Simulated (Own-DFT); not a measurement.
## Calculated data, GaP (zincblende, strongly disordered by large displacements), InAs (zincblende, strongly disordered by large displacements)

A calculation, not a measurement: plane-wave PBE density functional theory by an unreviewed code, no spin, of a simulated periodic cell, stress positive in tension, free energy of the whole cell less one offset for each atom, forces on such cells passed a denser k mesh, this cell's mesh not checked; broken bonds can close the gap or carry spin, so checks made on this kind of crystal may not hold here; offsets are fitted by least squares, one for each functional and potential file, so energies compare only between cells with the same atoms and settings and are not formation energies; the far tail of each file's local potential was reset to the Coulomb form; each entry is a single point on an unrelaxed cell, so the pressure reflects the starting lattice, mostly measured values (interpolated for alloys), from which strain is counted, and rises with the displacements; printed positions are rounded, which can move forces by about a meV/angstrom; the program, named Own-DFT, is a retired in-house code; no spin-orbit coupling. Program: Own-DFT development build.

Common to all runs: functional PBE; potential files PseudoDojo norm-conserving, scalar-relativistic, standard set; wave cutoff 42 hartree; occupations Fermi-Dirac; smearing width 0.1 eV; k mesh 3 x 3 x 3 centred on Gamma.

(1) 
```cif
# cell vector a (Å): 10.9010 0.0000 0.0000
# cell vector b (Å): 0.0000 10.9010 0.0000
# cell vector c (Å): 0.0000 0.0000 10.9010
data_GaP
_symmetry_space_group_name_H-M 'P 1'
_symmetry_Int_Tables_number 1
_cell_length_a 10.9010
_cell_length_b 10.9010
_cell_length_c 10.9010
_cell_angle_alpha 90.000
_cell_angle_beta 90.000
_cell_angle_gamma 90.000
_cell_volume 1295.39
loop_
_atom_site_label
_atom_site_type_symbol
_atom_site_fract_x
_atom_site_fract_y
_atom_site_fract_z
_atom_site_occupancy
Ga1 Ga 0.99132 0.97670 0.97346 1
Ga2 Ga 0.98139 0.25949 0.23747 1
Ga3 Ga 0.27340 0.02593 0.24820 1
Ga4 Ga 0.24908 0.25032 0.01267 1
P1 P 0.10916 0.09673 0.12733 1
P2 P 0.12216 0.36974 0.37884 1
P3 P 0.39082 0.14697 0.41253 1
P4 P 0.39913 0.35060 0.11415 1
Ga5 Ga 0.02366 0.00192 0.50960 1
Ga6 Ga 0.03201 0.25094 0.74675 1
Ga7 Ga 0.25322 0.99298 0.74522 1
Ga8 Ga 0.24447 0.27700 0.50388 1
P5 P 0.11931 0.09625 0.62143 1
P6 P 0.09266 0.36845 0.86105 1
P7 P 0.38916 0.10911 0.84748 1
P8 P 0.41471 0.38808 0.63933 1
Ga9 Ga 0.02783 0.50828 0.04827 1
Ga10 Ga 0.98353 0.73434 0.23355 1
Ga11 Ga 0.25460 0.52026 0.24372 1
Ga12 Ga 0.25211 0.74157 0.01406 1
P9 P 0.12488 0.61936 0.14206 1
P10 P 0.09425 0.86076 0.37185 1
P11 P 0.39126 0.61767 0.34686 1
P12 P 0.37320 0.87597 0.11113 1
Ga13 Ga 0.02626 0.51464 0.48870 1
Ga14 Ga 0.98807 0.75238 0.76083 1
Ga15 Ga 0.24545 0.49677 0.74646 1
Ga16 Ga 0.26898 0.70564 0.49913 1
P13 P 0.12932 0.62734 0.63504 1
P14 P 0.09943 0.83977 0.87238 1
P15 P 0.39016 0.62170 0.84545 1
P16 P 0.35309 0.89718 0.60749 1
Ga17 Ga 0.50026 0.97399 0.96958 1
Ga18 Ga 0.51671 0.25022 0.27492 1
Ga19 Ga 0.76880 0.95795 0.25838 1
Ga20 Ga 0.76813 0.27457 0.99785 1
P17 P 0.62914 0.13012 0.12159 1
P18 P 0.61881 0.35680 0.37503 1
P19 P 0.84069 0.11893 0.36080 1
P20 P 0.85738 0.39696 0.10269 1
Ga21 Ga 0.54645 0.96685 0.50505 1
Ga22 Ga 0.48806 0.24719 0.71226 1
Ga23 Ga 0.73391 0.99841 0.71948 1
Ga24 Ga 0.72132 0.22701 0.51262 1
P21 P 0.61326 0.15545 0.63400 1
P22 P 0.65041 0.36016 0.88959 1
P23 P 0.90230 0.15715 0.88770 1
P24 P 0.87716 0.36937 0.61664 1
Ga25 Ga 0.49626 0.48192 0.97390 1
Ga26 Ga 0.48540 0.75108 0.21897 1
Ga27 Ga 0.74586 0.50446 0.25798 1
Ga28 Ga 0.76355 0.74863 0.98795 1
P25 P 0.64784 0.61305 0.12429 1
P26 P 0.62812 0.86303 0.36912 1
P27 P 0.86099 0.64790 0.37892 1
P28 P 0.85738 0.86535 0.12288 1
Ga29 Ga 0.49993 0.51396 0.51082 1
Ga30 Ga 0.49728 0.75636 0.77413 1
Ga31 Ga 0.74688 0.53036 0.78142 1
Ga32 Ga 0.73165 0.73657 0.49988 1
P29 P 0.64634 0.66443 0.63017 1
P30 P 0.62665 0.84574 0.86547 1
P31 P 0.84009 0.63920 0.87769 1
P32 P 0.90412 0.88625 0.61937 1
_calc_hardware 'one NVIDIA H100'
_calc_free_energy_of_cell_above_offsets '6.566'  # eV
_calc_pressure 11.65  # GPa
_calc_stress_xx -10.92  # GPa
_calc_stress_yy -11.49  # GPa
_calc_stress_zz -12.55  # GPa
_calc_stress_yz -3.75  # GPa
_calc_stress_xz -1.59  # GPa
_calc_stress_xy -2.03  # GPa
_calc_wall_time 562.7  # s
```

Force:
```csv
element,x (eV/Å),y (eV/Å),z (eV/Å)
Ga,-1.045,1.906,1.73
Ga,-0.287,-1.108,0.105
Ga,-0.765,-0.382,1.29
Ga,-1.241,-1.301,-1.185
P,0.679,1.536,-0.364
P,-0.319,1.31,-2.686
P,-0.33,-1.762,-1.513
P,-1.025,1.74,0.897
Ga,-4.67,-2.932,-6.928
Ga,-4.472,-5.189,-6.198
Ga,-1.709,0.069,1.564
Ga,1.539,-2.019,1.676
P,4.987,6.776,4.888
P,5.495,6.64,6.549
P,-1.002,1.41,1.41
P,-6.534,5.615,-2.471
Ga,-5.515,-5.987,-6.328
Ga,-0.689,2.019,1.247
Ga,1.083,-4.972,0.766
Ga,-0.605,-0.428,-2.108
P,3.485,5.944,1.779
P,2.62,-0.292,-0.512
P,0.744,0.384,2.532
P,-0.648,1.867,0.127
Ga,-2.805,-0.106,0.892
Ga,-3.772,-3.319,-3.951
Ga,0.035,-1.18,0.816
Ga,-0.706,2.874,-0.261
P,-0.472,0,-0.501
P,6.374,3.009,3.584
P,-3.416,-2.89,3.533
P,3.002,-3.478,-1.817
Ga,0.834,1.815,1.02
Ga,-3.849,-4.328,-4.703
Ga,-2.241,3.558,1.198
Ga,0.453,-6.726,1.127
P,0.179,-1.16,-0.145
P,4.252,6.136,4.046
P,2.176,0.931,1.403
P,3.724,2.973,4.818
Ga,-3.494,3.298,2.986
Ga,-2.122,-2.043,8.299
Ga,1.374,-0.193,1.432
Ga,5.91,3.811,-5.159
P,2.617,-9.279,0.36
P,-4.977,3.317,-5.469
P,-0.802,-2.373,-0.682
P,0.215,0.687,0.226
Ga,1.014,0.292,1.082
Ga,2.991,-0.948,0.589
Ga,0.666,-1.338,1.843
Ga,-4.65,3.991,5.958
P,-3.378,1.743,-1.885
P,-0.379,-2.254,-2.428
P,2.033,-3.164,-0.795
P,3.394,-0.933,-3.376
Ga,2.462,0.74,-1.816
Ga,-1.841,0.728,-5.971
Ga,-4.392,-7.356,-6.211
Ga,4.886,4.963,-5.384
P,-6.225,-5.768,6.888
P,3.621,4.626,1.963
P,11.11,-0.293,-0.416
P,-3.58,-1.206,0.64
```

(2) 
```cif
# cell vector a (Å): 12.1166 0.0000 0.0000
# cell vector b (Å): 0.0000 12.1166 0.0000
# cell vector c (Å): 0.0000 0.0000 12.1166
data_InAs
_symmetry_space_group_name_H-M 'P 1'
_symmetry_Int_Tables_number 1
_cell_length_a 12.1166
_cell_length_b 12.1166
_cell_length_c 12.1166
_cell_angle_alpha 90.000
_cell_angle_beta 90.000
_cell_angle_gamma 90.000
_cell_volume 1778.86
loop_
_atom_site_label
_atom_site_type_symbol
_atom_site_fract_x
_atom_site_fract_y
_atom_site_fract_z
_atom_site_occupancy
In1 In 0.99190 0.00287 0.00433 1
In2 In 0.00158 0.24698 0.25737 1
In3 In 0.24587 0.00234 0.26070 1
In4 In 0.28104 0.30882 0.96855 1
As1 As 0.15353 0.16528 0.10772 1
As2 As 0.13907 0.34005 0.33595 1
As3 As 0.35021 0.11958 0.35952 1
As4 As 0.43487 0.36974 0.10091 1
In5 In 0.98580 0.95931 0.51153 1
In6 In 0.99880 0.27719 0.72515 1
In7 In 0.24485 0.94662 0.69593 1
In8 In 0.29398 0.23635 0.50047 1
As5 As 0.12241 0.11695 0.65711 1
As6 As 0.08379 0.39599 0.88821 1
As7 As 0.38579 0.14662 0.87740 1
As8 As 0.39863 0.41304 0.59857 1
In9 In 0.04876 0.50104 0.02552 1
In10 In 0.04413 0.69224 0.18657 1
In11 In 0.24391 0.47688 0.24742 1
In12 In 0.25454 0.75317 0.02533 1
As9 As 0.17253 0.58519 0.12444 1
As10 As 0.11596 0.87576 0.38021 1
As11 As 0.34468 0.63689 0.33625 1
As12 As 0.32315 0.90513 0.13122 1
In13 In 0.97855 0.53170 0.51305 1
In14 In 0.98839 0.76155 0.79418 1
In15 In 0.23953 0.50144 0.71479 1
In16 In 0.24702 0.79608 0.50550 1
As13 As 0.14150 0.64034 0.65750 1
As14 As 0.10328 0.88787 0.84922 1
As15 As 0.38817 0.62257 0.87313 1
As16 As 0.39566 0.86093 0.60504 1
In17 In 0.44456 0.01680 0.99323 1
In18 In 0.45566 0.21619 0.24384 1
In19 In 0.76482 0.00115 0.25739 1
In20 In 0.69243 0.26141 0.02474 1
As17 As 0.62662 0.16599 0.16168 1
As18 As 0.60674 0.39560 0.41801 1
As19 As 0.89097 0.11074 0.38717 1
As20 As 0.87118 0.40877 0.15073 1
In21 In 0.48179 0.99208 0.49230 1
In22 In 0.49653 0.28258 0.77361 1
In23 In 0.77244 0.00338 0.75831 1
In24 In 0.74757 0.27710 0.49659 1
As21 As 0.64491 0.14196 0.60855 1
As22 As 0.63596 0.37062 0.85816 1
As23 As 0.88986 0.12458 0.89732 1
As24 As 0.83074 0.38861 0.63387 1
In25 In 0.52120 0.50776 0.01800 1
In26 In 0.46900 0.78429 0.24820 1
In27 In 0.70403 0.48645 0.22290 1
In28 In 0.74721 0.77276 0.98146 1
As25 As 0.62125 0.62244 0.14020 1
As26 As 0.62706 0.92903 0.40799 1
As27 As 0.88413 0.60406 0.36419 1
As28 As 0.86840 0.85807 0.12395 1
In29 In 0.40142 0.54175 0.47737 1
In30 In 0.49116 0.71553 0.72153 1
In31 In 0.75853 0.47126 0.77579 1
In32 In 0.71758 0.74611 0.47310 1
As29 As 0.63968 0.67602 0.62896 1
As30 As 0.61370 0.86111 0.90051 1
As31 As 0.83358 0.67419 0.84057 1
As32 As 0.85091 0.88748 0.60551 1
_calc_hardware 'one NVIDIA H200'
_calc_free_energy_of_cell_above_offsets '26.054'  # eV
_calc_pressure 13.91  # GPa
_calc_stress_xx -13.84  # GPa
_calc_stress_yy -13.56  # GPa
_calc_stress_zz -14.33  # GPa
_calc_stress_yz 1.56  # GPa
_calc_stress_xz 0.83  # GPa
_calc_stress_xy -0.17  # GPa
_calc_wall_time 1200  # s
```

Force:
```csv
element,x (eV/Å),y (eV/Å),z (eV/Å)
In,2.189,-1.207,2.143
In,-3.913,-2.615,-2.835
In,-6.592,1.414,1.785
In,-1.433,-0.409,0.237
As,-0.743,-1.143,0.246
As,3.003,1.526,4.844
As,1.32,-1.737,3.734
As,-3.863,-3.155,2.931
In,4.272,3.774,-1.92
In,-0.715,-0.536,0.887
In,-1.802,2.063,2.405
In,-2.617,2.304,2.99
As,0.615,0.212,-1.709
As,2.645,-4.319,-6.201
As,-2.74,2.05,-3.6
As,-0.146,-6.29,5.329
In,-7.289,0.464,1.266
In,-7.017,5.669,4.406
In,4.091,-3.908,3.242
In,-0.204,-0.944,-3.315
As,6.37,2.926,-3.629
As,-0.622,-0.477,-2.633
As,-1.905,3.783,-3.058
As,3.868,-2.42,-3.703
In,2.081,-1.312,2.907
In,0.112,-2.566,-3.918
In,3.198,-4.753,3.396
In,-2.162,-3.568,-1.487
As,-4.517,5.387,-3.089
As,4.778,3.749,3.058
As,-1.341,-0.631,1.054
As,2.58,-0.792,2.308
In,3.353,-3.52,2.701
In,2.004,3.413,-1.586
In,-0.421,0.52,-0.722
In,4.073,2.548,-4.182
As,-0.098,-5.081,3.752
As,-1.455,1.167,-2.171
As,-0.067,1.567,0.08
As,1.97,-1.559,-1.406
In,-2.89,5.226,1.599
In,-1.88,-2.351,-3.872
In,-1.29,0.782,0.777
In,0.556,-2.335,-2.392
As,-1.961,-1.584,1.836
As,-1.637,-0.396,5.379
As,-2.542,3.081,-2.19
As,5.459,-1.028,-3.853
In,1.174,3.196,-4.566
In,1.833,0.237,-0.12
In,1.533,-4.087,5.291
In,2.237,-2.309,4.949
As,-1.574,7.565,-1.848
As,4.688,-3.036,-4.185
As,-1.959,1.95,-3.163
As,1.751,0.094,0.905
In,3.208,1.979,-0.307
In,-3.333,1.306,3.694
In,2.003,7.629,1.751
In,2.529,0.937,-3.04
As,3.358,-4.116,0.386
As,-5.713,4.378,-3.713
As,-2.48,-4.887,-0.896
As,-3.929,-3.825,3.038
```

(3) 
```cif
# cell vector a (Å): 10.9010 0.0000 0.0000
# cell vector b (Å): 0.0000 10.9010 0.0000
# cell vector c (Å): 0.0000 0.0000 10.9010
data_GaP
_symmetry_space_group_name_H-M 'P 1'
_symmetry_Int_Tables_number 1
_cell_length_a 10.9010
_cell_length_b 10.9010
_cell_length_c 10.9010
_cell_angle_alpha 90.000
_cell_angle_beta 90.000
_cell_angle_gamma 90.000
_cell_volume 1295.39
loop_
_atom_site_label
_atom_site_type_symbol
_atom_site_fract_x
_atom_site_fract_y
_atom_site_fract_z
_atom_site_occupancy
Ga1 Ga 0.00083 0.98645 0.96996 1
Ga2 Ga 0.98972 0.22613 0.24744 1
Ga3 Ga 0.26591 0.01565 0.23209 1
Ga4 Ga 0.24916 0.23917 0.96202 1
P1 P 0.11917 0.10763 0.13128 1
P2 P 0.11988 0.39506 0.38323 1
P3 P 0.39635 0.11107 0.34367 1
P4 P 0.37707 0.36120 0.13786 1
Ga5 Ga 0.00649 0.99031 0.46700 1
Ga6 Ga 0.99328 0.22533 0.73583 1
Ga7 Ga 0.26163 0.99531 0.76723 1
Ga8 Ga 0.24853 0.27138 0.49893 1
P5 P 0.11915 0.15125 0.62847 1
P6 P 0.11980 0.38766 0.89603 1
P7 P 0.37608 0.16594 0.86311 1
P8 P 0.35495 0.37147 0.59994 1
Ga9 Ga 0.98521 0.49759 0.00030 1
Ga10 Ga 0.01437 0.76222 0.27245 1
Ga11 Ga 0.25300 0.50908 0.25457 1
Ga12 Ga 0.23951 0.72395 0.01171 1
P9 P 0.14368 0.63934 0.14694 1
P10 P 0.15779 0.84835 0.35737 1
P11 P 0.38538 0.62611 0.39782 1
P12 P 0.41545 0.87147 0.14166 1
Ga13 Ga 0.98596 0.49218 0.49436 1
Ga14 Ga 0.00437 0.76389 0.75241 1
Ga15 Ga 0.23650 0.47688 0.76328 1
Ga16 Ga 0.26144 0.74431 0.49299 1
P13 P 0.13622 0.63627 0.62060 1
P14 P 0.13349 0.88341 0.88230 1
P15 P 0.38703 0.64955 0.87520 1
P16 P 0.37611 0.87742 0.63747 1
Ga17 Ga 0.48807 0.00544 0.01502 1
Ga18 Ga 0.50801 0.27212 0.23770 1
Ga19 Ga 0.75422 0.01896 0.26354 1
Ga20 Ga 0.76200 0.26074 0.97042 1
P17 P 0.65983 0.10538 0.13244 1
P18 P 0.63796 0.37187 0.39504 1
P19 P 0.87547 0.10098 0.39159 1
P20 P 0.88141 0.38573 0.11126 1
Ga21 Ga 0.49137 0.97720 0.48712 1
Ga22 Ga 0.50897 0.24203 0.77377 1
Ga23 Ga 0.72635 0.96830 0.75089 1
Ga24 Ga 0.74332 0.24152 0.48673 1
P21 P 0.64337 0.14236 0.63389 1
P22 P 0.60855 0.39074 0.83652 1
P23 P 0.89802 0.10189 0.83455 1
P24 P 0.86364 0.38778 0.62123 1
Ga25 Ga 0.49357 0.48407 0.00281 1
Ga26 Ga 0.52804 0.74948 0.24095 1
Ga27 Ga 0.74170 0.52498 0.22141 1
Ga28 Ga 0.76300 0.75729 0.02424 1
P25 P 0.58854 0.59670 0.13546 1
P26 P 0.65425 0.88999 0.39164 1
P27 P 0.87667 0.64843 0.38970 1
P28 P 0.84394 0.85156 0.15273 1
Ga29 Ga 0.51441 0.49551 0.47784 1
Ga30 Ga 0.48074 0.75355 0.76256 1
Ga31 Ga 0.76917 0.49592 0.76611 1
Ga32 Ga 0.76036 0.75719 0.50892 1
P29 P 0.63330 0.62005 0.61670 1
P30 P 0.65533 0.84451 0.85603 1
P31 P 0.90151 0.62758 0.89173 1
P32 P 0.88325 0.84062 0.60835 1
_calc_hardware 'one NVIDIA H100'
_calc_free_energy_of_cell_above_offsets '0.906'  # eV
_calc_pressure 10.94  # GPa
_calc_stress_xx -12.49  # GPa
_calc_stress_yy -10.01  # GPa
_calc_stress_zz -10.31  # GPa
_calc_stress_yz 1.56  # GPa
_calc_stress_xz 0.58  # GPa
_calc_stress_xy -0.18  # GPa
_calc_wall_time 566.4  # s
```

Force:
```csv
element,x (eV/Å),y (eV/Å),z (eV/Å)
Ga,-2.075,1.931,3.669
Ga,0.401,1.881,0.686
Ga,-0.098,-2.704,0.259
Ga,-5.395,3.235,6.424
P,-0.707,0.585,-2.831
P,0.274,-2.098,-2.411
P,0.305,2.221,2.64
P,-3.739,2.053,-3.152
Ga,3.727,-3.071,3.563
Ga,-1.511,6.582,0.366
Ga,-0.337,2.028,-1.467
Ga,-3.764,-4.805,-3.94
P,4.725,-4.312,-4.101
P,-0.46,-2.066,-0.571
P,0.236,-8.328,0.213
P,5.665,4.155,5.498
Ga,3.956,0.795,1.138
Ga,-3.551,-2.143,-2.243
Ga,1.234,-0.909,1.218
Ga,2.983,3.084,-3.108
P,-3.81,-2.005,1.005
P,1.481,5.275,0.939
P,1.087,-0.129,-3.605
P,-4.154,0.518,-1.526
Ga,0.113,2.45,1.091
Ga,1.364,-1.348,-0.225
Ga,1.584,2.461,-2.712
Ga,-0.325,0.454,2.964
P,-1.277,-1.483,1.35
P,2.091,-3.351,-0.573
P,-4.2,-5.872,4.399
P,-0.415,0.326,-1.399
Ga,2.104,1.118,-1.287
Ga,3.92,-3.116,2.792
Ga,1.014,-3.547,1.108
Ga,-0.146,-1.139,0.21
P,-3.862,4.668,-5.053
P,-0.253,0.504,-5.056
P,-0.778,4.546,-1.153
P,-2.622,-2.854,2.891
Ga,0.421,1.553,0.716
Ga,3.427,0.967,-6.635
Ga,4.06,5.631,-5.073
Ga,2.242,-0.765,2.193
P,-1.856,-2.658,0.921
P,1.503,1.756,3.718
P,-4.669,-2.014,3.401
P,0.85,-2.527,0.127
Ga,-1.128,-0.29,-2.103
Ga,0.363,0.478,4.128
Ga,3.591,-1.811,3.134
Ga,-3.009,-4.141,-5.16
P,0.737,1.468,-1.939
P,-1.781,-1.49,-0.893
P,0.549,-2.779,-2.754
P,4.871,4.137,3.89
Ga,-0.989,0.677,3.376
Ga,4.959,2.156,-4.114
Ga,-0.159,2.29,-0.89
Ga,-5.359,-3.089,-1.992
P,-0.699,0.243,1.251
P,-3.924,-3.856,4.975
P,-2.832,2.602,-2.013
P,4.043,5.871,3.726
```

(4) 
```cif
# cell vector a (Å): 12.1166 0.0000 0.0000
# cell vector b (Å): 0.0000 12.1166 0.0000
# cell vector c (Å): 0.0000 0.0000 12.1166
data_InAs
_symmetry_space_group_name_H-M 'P 1'
_symmetry_Int_Tables_number 1
_cell_length_a 12.1166
_cell_length_b 12.1166
_cell_length_c 12.1166
_cell_angle_alpha 90.000
_cell_angle_beta 90.000
_cell_angle_gamma 90.000
_cell_volume 1778.86
loop_
_atom_site_label
_atom_site_type_symbol
_atom_site_fract_x
_atom_site_fract_y
_atom_site_fract_z
_atom_site_occupancy
In1 In 0.00260 0.95691 0.00776 1
In2 In 0.98543 0.20515 0.24092 1
In3 In 0.23909 0.97254 0.25003 1
In4 In 0.24009 0.28879 0.96955 1
As1 As 0.20681 0.13737 0.09188 1
As2 As 0.18533 0.42188 0.37490 1
As3 As 0.33837 0.08488 0.38793 1
As4 As 0.38244 0.35616 0.16977 1
In5 In 0.97026 0.97443 0.49114 1
In6 In 0.00975 0.25599 0.73696 1
In7 In 0.26898 0.97407 0.72301 1
In8 In 0.22633 0.24599 0.55364 1
As5 As 0.12551 0.11906 0.63297 1
As6 As 0.17775 0.37933 0.82616 1
As7 As 0.36662 0.11752 0.87579 1
As8 As 0.39955 0.37450 0.64786 1
In9 In 0.94328 0.45577 0.96520 1
In10 In 0.95235 0.74432 0.21132 1
In11 In 0.28704 0.49973 0.21950 1
In12 In 0.27219 0.69075 0.00796 1
As9 As 0.11324 0.62505 0.15391 1
As10 As 0.09644 0.87323 0.36328 1
As11 As 0.42232 0.65381 0.40003 1
As12 As 0.38630 0.89474 0.11748 1
In13 In 0.01294 0.51765 0.46421 1
In14 In 0.96182 0.73795 0.77490 1
In15 In 0.24148 0.45045 0.67543 1
In16 In 0.21951 0.73973 0.50620 1
As13 As 0.14457 0.61474 0.61083 1
As14 As 0.12445 0.89074 0.89896 1
As15 As 0.36643 0.67558 0.83143 1
As16 As 0.36778 0.87321 0.60135 1
In17 In 0.52576 0.98561 0.04870 1
In18 In 0.48980 0.23542 0.25754 1
In19 In 0.76341 0.00902 0.20885 1
In20 In 0.70248 0.31714 0.06749 1
As17 As 0.66332 0.12355 0.11370 1
As18 As 0.62429 0.37441 0.41887 1
As19 As 0.84808 0.10755 0.41467 1
As20 As 0.86674 0.36664 0.11999 1
In21 In 0.54278 0.98851 0.51030 1
In22 In 0.50424 0.25728 0.75251 1
In23 In 0.75215 0.98722 0.71329 1
In24 In 0.78602 0.25944 0.48723 1
As21 As 0.59262 0.10942 0.63312 1
As22 As 0.61635 0.35019 0.85970 1
As23 As 0.89226 0.10075 0.87637 1
As24 As 0.92073 0.41724 0.62920 1
In25 In 0.50783 0.48123 0.00378 1
In26 In 0.52093 0.72719 0.24734 1
In27 In 0.73746 0.48915 0.20617 1
In28 In 0.73973 0.79433 0.05103 1
As25 As 0.64575 0.66790 0.13472 1
As26 As 0.59791 0.84893 0.41438 1
As27 As 0.86455 0.63762 0.39930 1
As28 As 0.87930 0.89337 0.14326 1
In29 In 0.51901 0.53564 0.51554 1
In30 In 0.54980 0.72966 0.74909 1
In31 In 0.79435 0.53203 0.70213 1
In32 In 0.76120 0.78595 0.50953 1
As29 As 0.65544 0.62238 0.62766 1
As30 As 0.64648 0.85962 0.89372 1
As31 As 0.88599 0.61997 0.90335 1
As32 As 0.86957 0.86612 0.65217 1
_calc_hardware 'one NVIDIA H200'
_calc_free_energy_of_cell_above_offsets '30.037'  # eV
_calc_pressure 14.46  # GPa
_calc_stress_xx -14.88  # GPa
_calc_stress_yy -16.38  # GPa
_calc_stress_zz -12.13  # GPa
_calc_stress_yz 0.69  # GPa
_calc_stress_xz 2.13  # GPa
_calc_stress_xy 4.29  # GPa
_calc_wall_time 1268  # s
```

Force:
```csv
element,x (eV/Å),y (eV/Å),z (eV/Å)
In,-2.682,4.666,1.871
In,1.126,-0.058,-0.144
In,0.184,0.313,-0.824
In,2.551,-1.868,3.323
As,-1.221,-1.7,1.131
As,-1.72,-1.839,2.233
As,1.864,1.851,1.432
As,0.474,-1.343,-5.882
In,2.179,-0.139,1.672
In,-0.753,-0.585,1.918
In,-2.34,2.858,3.999
In,4.165,3.601,-4.831
As,-3.64,-5.217,1.564
As,-5.878,0.552,2.471
As,0.523,-0.518,0.527
As,4.608,-0.304,-4.514
In,3.775,-2.721,-0.664
In,2.929,-5.564,4.586
In,-2.651,6.196,1.475
In,-0.909,1.186,1.376
As,1.044,-0.95,-1.388
As,-0.173,-1.95,-0.221
As,-3.992,0.827,-0.392
As,-4.463,-4.974,2.421
In,1.413,-0.435,-0.347
In,4.024,1.226,-0.644
In,-2.669,6.032,-3.304
In,3.187,4.841,-4.229
As,-4.104,-2.632,3.87
As,5.231,-4.029,-5.284
As,-0.268,-1.26,-1.155
As,2.434,-2.735,-2.21
In,3.171,2.638,-3.871
In,3.105,-3.995,3.696
In,-1.651,1.657,7.438
In,-6.532,-1.852,-3.93
As,-3.883,3.545,-2.298
As,-0.084,-0.34,-2
As,0.635,-3.798,-4.137
As,7.386,-0.69,3.127
In,-4.849,1.543,-1.145
In,-2.388,-5.379,-0.206
In,-4.143,5.207,4.32
In,-2.155,5.522,3.383
As,2.919,3.915,3.58
As,4.78,3.806,3.778
As,-0.556,0.781,-0.588
As,2.05,-3.9,-2.127
In,-0.428,0.418,-0.048
In,-4.305,3.583,1.927
In,-1.49,2.296,3.602
In,2.458,1.834,-3.677
As,0.606,-7.713,-1.42
As,1.519,-3.932,-4.766
As,-0.954,0.214,-2.382
As,2.969,1.003,-2.063
In,-0.294,-3.649,0.564
In,-1.749,1.934,2.198
In,0.895,-0.683,4.926
In,-0.22,-1.86,-1.185
As,-1.303,2.468,-2.424
As,-0.987,2.078,-2.497
As,-3.612,2.241,0.409
As,4.84,-2.218,-2.019
```
